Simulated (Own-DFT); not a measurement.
# A layer strained by its substrate: wurtzite AlGaN with randomly placed atoms, 72 atoms (Al9Ga27N36)

Everything here is calculated. The program is Own-DFT (plane waves, in-house, since retired, never reviewed by a person); positions were held fixed, and spin and spin-orbit coupling were off.

Common settings: PBE; PseudoDojo norm-conserving scalar-relativistic files (stringent for Ga); cutoff 96 hartree; 4 x 4 x 3 k mesh centred on Gamma; Gaussian smearing of 0.01 eV.

Limits: forces on such cells passed a denser k mesh, each cell not checked; stress not checked against mesh or cutoff.

Unstrained cell vectors in Å: (9.509, 0.000, 0.000); (-4.755, 8.235, 0.000); (0.000, 0.000, 10.268). The unstrained cell has measured lattice constants (interpolated for alloys), not those of this functional. That, the random moves and any unrelaxed bonds set the pressure at no strain. Each run strains x and y alike by e, as a substrate would, and holds the height along z. Random moves of width 0.05 Å per axis were added to every atom. The random placing of the alloy's atoms differs from row to row. Stress is positive in tension.

```
e (%)  u (Å)  (s_xx + s_yy)/2 (GPa)  s_zz (GPa)
-3.00  0.051                 -25.81      -12.74
-1.00  0.050                 -12.48       -9.04
-0.75  0.049                 -11.42       -7.95
-0.50  0.050                  -9.63       -8.69
-0.25  0.048                      ?           ?
 1.00  0.049                  -1.69       -5.49
 1.50  0.050                   0.42       -5.52
 2.00  0.048                   3.99       -6.09
 2.25  0.051                   3.86       -3.92
 2.75  0.048                   6.85       -5.02
```

## Analysis

With e as a fraction, the in-plane stress is -6.9 + 557 e - 2301 e² GPa (errors 8 and 499, scatter 0.45), and s_zz is -7.8 + 137 e GPa (slope ± 16, scatter 0.86). At e = 0 the first slope is C11 + C12 and the second 2 C13, both with the ions held to the strained lattice and at the cell's own pressure. The term in e² is negative: the layer stiffens under compression and softens under tension. A free layer would change its height as e changes, and the in-plane slope would drop by 2 C13²/C33 to the biaxial modulus. At fixed height, a misfit of 1 % moves the in-plane stress by about 5.6 GPa and s_zz by 1.4 GPa.

## Test on the hidden row

Asked: what are the two stresses at e = -0.25 %?

The fitted form gives -8.4 and -8.2 GPa. The hidden result is -8.40 and -7.88 GPa.
